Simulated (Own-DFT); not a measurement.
SiC (2H silicon carbide, atoms displaced), GaP (zincblende, strained, atoms displaced), SiC (4H silicon carbide, strained, atoms displaced) (calculated)

A calculation, not a measurement: plane-wave PBE density functional theory by an unreviewed code, no spin, of a simulated periodic cell, stress positive in tension, free energy of the whole cell less one offset for each atom, forces on such cells passed a denser k mesh, this cell's mesh not checked; offsets are fitted by least squares, one for each functional and potential file, so energies compare only between cells with the same atoms and settings and are not formation energies; the far tail of each file's local potential was reset to the Coulomb form; each entry is a single point on an unrelaxed cell, so the pressure reflects the starting lattice, mostly measured values (interpolated for alloys), from which strain is counted, and rises with the displacements; printed positions are rounded, which can move forces by about a meV/angstrom; the program, named Own-DFT, is a retired in-house code; no spin-orbit coupling. Program: Own-DFT development build.

Common to all runs: functional PBE; potential files PseudoDojo norm-conserving, scalar-relativistic, standard set; wave cutoff 42 hartree; occupations Fermi-Dirac; smearing width 0.1 eV; hardware one NVIDIA H100.

```json
{"entry": 1, "formula": "SiC", "kind": "2H silicon carbide, atoms displaced", "structure": {"cell_angstrom": [[6.1654, 0.0, 0.0], [-3.0827, 5.3394, 0.0], [0.0, 0.0, 10.0681]], "atoms_fractional": [["Si", 0.98307, 0.99511, 0.99619], ["Si", 0.15738, 0.3256, 0.25026], ["C", 0.00564, 0.00515, 0.18963], ["C", 0.17049, 0.32908, 0.43362], ["Si", 0.00939, 0.00506, 0.50335], ["Si", 0.17242, 0.33375, 0.74678], ["C", 0.00123, 0.00727, 0.68242], ["C", 0.16902, 0.32584, 0.94121], ["Si", 0.9916, 0.4908, 0.99862], ["Si", 0.16595, 0.83597, 0.24698], ["C", 0.01152, 0.50253, 0.18806], ["C", 0.16807, 0.8323, 0.43628], ["Si", 0.00039, 0.50981, 0.50551], ["Si", 0.17272, 0.83272, 0.75154], ["C", 0.01158, 0.51766, 0.68651], ["C", 0.16433, 0.8276, 0.94096], ["Si", 0.50527, 0.00464, 0.99907], ["Si", 0.66622, 0.33451, 0.24766], ["C", 0.49757, 0.99978, 0.18858], ["C", 0.66103, 0.3288, 0.43649], ["Si", 0.51755, 0.01116, 0.49211], ["Si", 0.66709, 0.33567, 0.7504], ["C", 0.49144, 0.98944, 0.68858], ["C", 0.66215, 0.33004, 0.93616], ["Si", 0.50822, 0.51266, 0.00312], ["Si", 0.66635, 0.83356, 0.25207], ["C", 0.50808, 0.49801, 0.18041], ["C", 0.67542, 0.83509, 0.43714], ["Si", 0.49755, 0.4968, 0.49582], ["Si", 0.67287, 0.83644, 0.75227], ["C", 0.49511, 0.49906, 0.68469], ["C", 0.67135, 0.83496, 0.93866]]}, "settings": {"k_mesh": "5 x 5 x 3 centred on Gamma"}, "results": {"free_energy_of_cell_above_offsets [eV]": "-4.168", "pressure [GPa]": 4.23, "stress_xx [GPa]": -1.6, "stress_yy [GPa]": -4.51, "stress_zz [GPa]": -6.59, "stress_yz [GPa]": 0.36, "stress_xz [GPa]": -0.48, "stress_xy [GPa]": -0.47, "force_element": ["Si", "Si", "C", "C", "Si", "Si", "C", "C", "Si", "Si", "C", "C", "Si", "Si", "C", "C", "Si", "Si", "C", "C", "Si", "Si", "C", "C", "Si", "Si", "C", "C", "Si", "Si", "C", "C"], "force_x [eV/angstrom]": [3.493, 1.351, -1.117, -1.109, -0.041, -0.92, 0.486, -0.644, 1.084, 0.21, -1.547, 0.399, 0.825, -1.171, -0.462, -0.316, -1.117, 0.923, 0.702, 0.764, -1.287, 0.088, 1.474, 0.034, -0.286, 0.512, -1.139, -0.104, -0.047, -0.66, 1.221, -1.601], "force_y [eV/angstrom]": [0.939, 1.123, -1.141, 0.744, -0.546, 0.332, -0.664, 0.933, 0.603, -0.387, -0.379, 0.645, -0.75, 0.986, -2.368, 0.269, -0.779, 0.09, 0.182, 1.732, -2.382, -0.42, 1.851, 0.709, -2.024, -0.137, 0.605, -0.202, 0.554, -0.334, 0.509, -0.294], "force_z [eV/angstrom]": [1.611, -0.499, -1.071, 1.107, -1.836, 0.944, 1.966, -1.164, 0.221, 0.572, -0.303, 0.057, -1.964, 0.397, 0.855, -0.487, 0.398, -0.003, -0.324, -0.172, 1.613, -0.823, -0.562, 0.195, -1.381, -0.708, 2.452, 0.208, 0.387, -1.308, 0.37, -0.75], "wall_time [s]": 128.2}}
{"entry": 2, "formula": "GaP", "kind": "zincblende, strained, atoms displaced", "structure": {"cell_angstrom": [[10.862, 0.0, 0.0], [0.0, 10.862, 0.0], [0.0, 0.0, 10.9439]], "atoms_fractional": [["Ga", 0.99147, 0.98841, 0.97817], ["Ga", 0.00084, 0.25619, 0.24564], ["Ga", 0.24918, 0.99452, 0.2556], ["Ga", 0.25951, 0.24642, 0.98702], ["P", 0.12096, 0.11421, 0.11918], ["P", 0.11971, 0.3718, 0.37936], ["P", 0.37151, 0.12988, 0.36453], ["P", 0.38535, 0.37703, 0.11426], ["Ga", 0.01277, 0.00091, 0.51219], ["Ga", 0.00017, 0.24591, 0.75579], ["Ga", 0.25423, 0.00975, 0.7531], ["Ga", 0.25976, 0.25141, 0.50521], ["P", 0.12206, 0.11581, 0.62903], ["P", 0.1209, 0.38016, 0.89069], ["P", 0.36716, 0.12479, 0.87377], ["P", 0.36566, 0.36473, 0.63026], ["Ga", 0.0015, 0.48728, 0.00355], ["Ga", 0.00767, 0.74855, 0.25002], ["Ga", 0.24428, 0.51299, 0.25276], ["Ga", 0.24087, 0.75016, 0.00396], ["P", 0.12082, 0.61878, 0.13796], ["P", 0.13221, 0.8826, 0.36143], ["P", 0.38577, 0.62461, 0.38311], ["P", 0.37706, 0.87534, 0.12929], ["Ga", 0.0157, 0.49136, 0.50628], ["Ga", 0.00345, 0.74041, 0.75461], ["Ga", 0.26029, 0.51584, 0.73764], ["Ga", 0.25469, 0.75188, 0.50058], ["P", 0.12328, 0.61108, 0.63444], ["P", 0.12516, 0.88452, 0.87204], ["P", 0.38528, 0.61323, 0.87577], ["P", 0.37827, 0.87998, 0.63252], ["Ga", 0.49325, 0.98861, 0.99842], ["Ga", 0.5082, 0.25667, 0.24434], ["Ga", 0.75967, 0.9991, 0.25845], ["Ga", 0.74853, 0.24183, 0.00066], ["P", 0.62235, 0.12441, 0.1079], ["P", 0.62414, 0.36995, 0.36991], ["P", 0.88006, 0.12312, 0.38772], ["P", 0.87238, 0.37716, 0.13291], ["Ga", 0.49071, 0.00234, 0.48993], ["Ga", 0.50195, 0.26879, 0.74227], ["Ga", 0.74191, 0.01118, 0.7556], ["Ga", 0.75665, 0.24919, 0.51399], ["P", 0.61961, 0.12294, 0.62781], ["P", 0.61507, 0.36491, 0.8839], ["P", 0.87562, 0.12384, 0.87713], ["P", 0.88187, 0.3776, 0.63298], ["Ga", 0.49399, 0.50284, 0.99272], ["Ga", 0.49634, 0.7458, 0.24972], ["Ga", 0.75325, 0.5198, 0.24955], ["Ga", 0.74416, 0.74918, 0.01031], ["P", 0.63153, 0.61502, 0.12743], ["P", 0.61735, 0.88324, 0.36457], ["P", 0.87032, 0.63985, 0.36874], ["P", 0.8832, 0.88414, 0.1296], ["Ga", 0.50974, 0.50013, 0.50227], ["Ga", 0.50979, 0.74354, 0.75267], ["Ga", 0.75539, 0.5005, 0.75683], ["Ga", 0.7464, 0.75652, 0.49925], ["P", 0.63049, 0.62906, 0.62737], ["P", 0.63999, 0.86506, 0.87696], ["P", 0.8687, 0.62175, 0.86311], ["P", 0.86123, 0.88152, 0.62261]]}, "settings": {"k_mesh": "3 x 3 x 3 centred on Gamma"}, "results": {"free_energy_of_cell_above_offsets [eV]": "-28.355", "pressure [GPa]": 4.67, "stress_xx [GPa]": -5.03, "stress_yy [GPa]": -4.6, "stress_zz [GPa]": -4.38, "stress_yz [GPa]": -0.46, "stress_xz [GPa]": -0.82, "stress_xy [GPa]": 0.35, "force_element": ["Ga", "Ga", "Ga", "Ga", "P", "P", "P", "P", "Ga", "Ga", "Ga", "Ga", "P", "P", "P", "P", "Ga", "Ga", "Ga", "Ga", "P", "P", "P", "P", "Ga", "Ga", "Ga", "Ga", "P", "P", "P", "P", "Ga", "Ga", "Ga", "Ga", "P", "P", "P", "P", "Ga", "Ga", "Ga", "Ga", "P", "P", "P", "P", "Ga", "Ga", "Ga", "Ga", "P", "P", "P", "P", "Ga", "Ga", "Ga", "Ga", "P", "P", "P", "P"], "force_x [eV/angstrom]": [0.012, 0.015, 1.052, -1.642, 0.314, 1.714, 0.346, -1.718, -1.81, 0.512, -0.417, -1.785, 1.497, 1.958, 2.743, 0.829, -1.698, -0.797, 1.889, 0.551, -0.465, -1.601, -1.092, -0.796, -2.025, -0.573, 0.424, -0.386, -0.18, 0.852, -1.965, 0.004, 0.72, -0.604, -0.559, 0.745, -0.2, 1.519, 0.326, -0.808, 0.32, 0.247, 0.45, -0.422, -0.574, 1.582, -0.607, -0.349, 2.138, 0.78, 0.541, 1.687, -2.369, 0.322, 1.178, -0.369, -0.19, -0.546, -1.773, -0.453, 0.215, -1.763, 1.398, 1.654], "force_y [eV/angstrom]": [0.919, -1.573, 1.993, 0.902, 0.749, -0.164, 0.41, -0.124, -1.588, 0.579, -1.038, -1.359, 2.223, -1.295, -0.247, 2.539, 1.764, 1.116, -2.057, -0.12, 0.732, -2.11, -0.131, -0.834, 0.581, 1.324, -2.169, 0.201, 2.653, -2.218, 2.936, -0.572, 0.507, -0.873, 0.974, 1.063, -1.106, 1.004, 0.543, 0.014, 0.165, -2.353, -0.767, 0.005, 0.692, 1.332, 0.58, -0.18, -1.183, 0.015, -2.542, -0.209, 1.388, -0.84, -0.598, -1.335, -0.785, 0.795, -1.554, 0.377, -1.055, 1.09, 0.997, -0.184], "force_z [eV/angstrom]": [2.381, 0.292, -2.211, 2.255, -0.169, -0.695, 0.414, 1.336, -1.808, 0.178, -0.689, -1.355, 0.738, -2.761, -0.61, -0.367, 0.839, 0.071, 1.058, 0.018, -2.47, 3.207, -0.312, -0.236, -0.432, -0.564, 1.993, 0.23, -1.621, -0.856, -1.192, -0.235, -0.874, -0.897, -0.645, 0.025, 2.16, 1.238, -0.568, -0.614, 0.52, 0.744, -0.177, -0.736, -0.486, -0.637, -0.606, -0.245, 1.704, -0.335, 1.083, 0.275, -1.361, 0.735, 1.674, -0.63, 0.201, 0.243, -0.939, -0.646, -0.426, -0.233, 3.266, 0.759], "wall_time [s]": 584.2}}
{"entry": 3, "formula": "SiC", "kind": "4H silicon carbide, strained, atoms displaced", "structure": {"cell_angstrom": [[9.3321, 0.025, -0.1638], [-4.6444, 8.11, -0.0468], [-0.1783, -0.1618, 10.0216]], "atoms_fractional": [["Si", 0.99685, 0.99588, 0.41097], ["Si", 0.11489, 0.21123, 0.15085], ["C", 0.00277, 0.99245, 0.0952], ["C", 0.10527, 0.22836, 0.34637], ["Si", 0.01452, 0.33384, 0.40057], ["Si", 0.11428, 0.55475, 0.15756], ["C", 0.01227, 0.3401, 0.09164], ["C", 0.11421, 0.55637, 0.34384], ["Si", 0.99424, 0.66581, 0.4132], ["Si", 0.11349, 0.88639, 0.16995], ["C", 0.01032, 0.67104, 0.09567], ["C", 0.10828, 0.88508, 0.34667], ["Si", 0.33647, 0.00493, 0.4041], ["Si", 0.4453, 0.22134, 0.14053], ["C", 0.33755, 0.00124, 0.10364], ["C", 0.44398, 0.21522, 0.33933], ["Si", 0.33927, 0.32674, 0.40896], ["Si", 0.43376, 0.5503, 0.15416], ["C", 0.32271, 0.32604, 0.0967], ["C", 0.44864, 0.55996, 0.34284], ["Si", 0.32691, 0.65347, 0.40056], ["Si", 0.44741, 0.88522, 0.15412], ["C", 0.32984, 0.66737, 0.10283], ["C", 0.44801, 0.88785, 0.33721], ["Si", 0.66789, 0.00145, 0.4114], ["Si", 0.78353, 0.22417, 0.15147], ["C", 0.66488, 0.9903, 0.09663], ["C", 0.77694, 0.22728, 0.34612], ["Si", 0.66406, 0.33053, 0.40787], ["Si", 0.79228, 0.5658, 0.15335], ["C", 0.67114, 0.33759, 0.1051], ["C", 0.77381, 0.54634, 0.34233], ["Si", 0.66585, 0.66624, 0.40509], ["Si", 0.77886, 0.88997, 0.15306], ["C", 0.66177, 0.65983, 0.09741], ["C", 0.78045, 0.89308, 0.34221], ["Si", 0.99881, 0.99888, 0.90286], ["Si", 0.89356, 0.781, 0.65961], ["C", 0.00843, 0.00761, 0.59555], ["C", 0.8843, 0.77556, 0.83866], ["Si", 0.99844, 0.66462, 0.90078], ["Si", 0.89431, 0.44761, 0.65863], ["C", 0.00711, 0.66255, 0.60341], ["C", 0.89756, 0.45133, 0.84615], ["Si", 0.01095, 0.34409, 0.90872], ["Si", 0.89135, 0.10827, 0.65693], ["C", 0.00151, 0.33652, 0.59348], ["C", 0.88169, 0.11732, 0.83647], ["Si", 0.66797, 0.00503, 0.9091], ["Si", 0.56285, 0.7783, 0.6639], ["C", 0.67128, 0.01139, 0.58734], ["C", 0.55696, 0.78222, 0.83848], ["Si", 0.66824, 0.66514, 0.90811], ["Si", 0.54933, 0.44532, 0.65295], ["C", 0.67585, 0.67463, 0.59689], ["C", 0.55703, 0.44376, 0.83953], ["Si", 0.6694, 0.33698, 0.9094], ["Si", 0.55722, 0.10438, 0.66246], ["C", 0.6711, 0.33079, 0.59755], ["C", 0.5512, 0.1087, 0.84364], ["Si", 0.31862, 0.97744, 0.9105], ["Si", 0.22672, 0.78165, 0.653], ["C", 0.33535, 0.98871, 0.59264], ["C", 0.23261, 0.7931, 0.84166], ["Si", 0.34021, 0.67074, 0.89851], ["Si", 0.20921, 0.42986, 0.65966], ["C", 0.34, 0.66622, 0.60451], ["C", 0.21433, 0.44861, 0.84316], ["Si", 0.33511, 0.32989, 0.90216], ["Si", 0.22859, 0.11294, 0.65061], ["C", 0.33314, 0.34188, 0.58951], ["C", 0.22437, 0.10937, 0.8417]]}, "settings": {"k_mesh": "4 x 4 x 3 centred on Gamma"}, "results": {"free_energy_of_cell_above_offsets [eV]": "-5.358", "pressure [GPa]": 1.2, "stress_xx [GPa]": 1.39, "stress_yy [GPa]": 2.53, "stress_zz [GPa]": -7.53, "stress_yz [GPa]": -6.39, "stress_xz [GPa]": -5.07, "stress_xy [GPa]": 0.8, "force_element": ["Si", "Si", "C", "C", "Si", "Si", "C", "C", "Si", "Si", "C", "C", "Si", "Si", "C", "C", "Si", "Si", "C", "C", "Si", "Si", "C", "C", "Si", "Si", "C", "C", "Si", "Si", "C", "C", "Si", "Si", "C", "C", "Si", "Si", "C", "C", "Si", "Si", "C", "C", "Si", "Si", "C", "C", "Si", "Si", "C", "C", "Si", "Si", "C", "C", "Si", "Si", "C", "C", "Si", "Si", "C", "C", "Si", "Si", "C", "C", "Si", "Si", "C", "C"], "force_x [eV/angstrom]": [-0.137, -2.269, -0.721, 5.233, -5.483, -0.302, -0.609, -1.429, 1.186, 0.454, -0.69, -0.345, 1.351, 0.228, -0.492, -0.775, -1.46, 1.419, 1.913, 0.023, 0.965, -0.292, 0.741, -0.615, -0.253, 0.085, -0.423, 1.652, 0.777, -1.015, 0.03, -0.301, 0.679, 0.833, 0.127, -0.043, -0.064, 0.628, -0.29, 0.441, 0.654, -0.122, -1.699, -0.837, -1.332, -1.073, -0.287, 1.595, -0.003, -0.785, 1.059, 0.864, -0.672, 2.269, -0.505, -0.695, 0.424, -0.451, -1.584, -0.03, 0.29, 1.462, -0.949, -0.336, -0.953, 0.816, -0.722, 2.741, -0.833, 0.763, 0.613, -0.439], "force_y [eV/angstrom]": [1.131, 0.875, -0.035, -3.232, 1.662, 0.395, -1.778, -0.639, -0.752, 0.287, -0.238, 0.28, -1.777, 0.631, -1.402, 0.921, 1.114, 0.305, 0.959, -1.999, 2.939, 0.793, -0.37, -0.411, 0.452, -0.353, 1.908, -0.752, -0.084, -1.253, 0.051, 1.644, 0.738, -0.989, 0.707, -0.837, 0.527, -0.118, -1.414, 0.236, 1.845, -1.037, 1.024, -1.243, -1.471, 1.453, -1.346, -0.343, -0.346, 0.651, -1.977, -0.254, 0.214, 0.57, -1.048, 0.101, -0.606, 1.221, 0.224, 0.126, 7.597, -1.185, 2.484, -6.907, 0.124, 3.106, -0.818, -0.398, 0.477, -0.058, -1.847, -0.456], "force_z [eV/angstrom]": [-1.221, 1.689, -0.67, -1.765, 1.92, 0.237, 0.46, 0.228, -0.561, -2.733, -0.744, 2.114, -0.164, 2.904, -1.918, 0.261, -2.136, 0.694, -1.796, 0.104, 2.011, 1.027, -2.858, 1.907, -2.978, 1.761, -1.353, -0.663, -0.203, 1.049, -2.846, 0.82, -0.139, 0.987, -0.919, 0.67, -0.05, -1.453, 0.201, 2.131, 1.041, -0.286, -1.243, 0.173, -0.548, -1.463, -0.519, 2.639, -0.694, -3.431, 2.858, 3.307, -0.423, 0.02, -0.739, 1.139, -0.344, -1.465, -0.071, 1.971, 1.806, 0.585, -0.636, -1.36, 1.058, -0.752, -1.656, 0.378, 0.432, 0.792, 1.198, 0.231], "wall_time [s]": 374.7}}
```
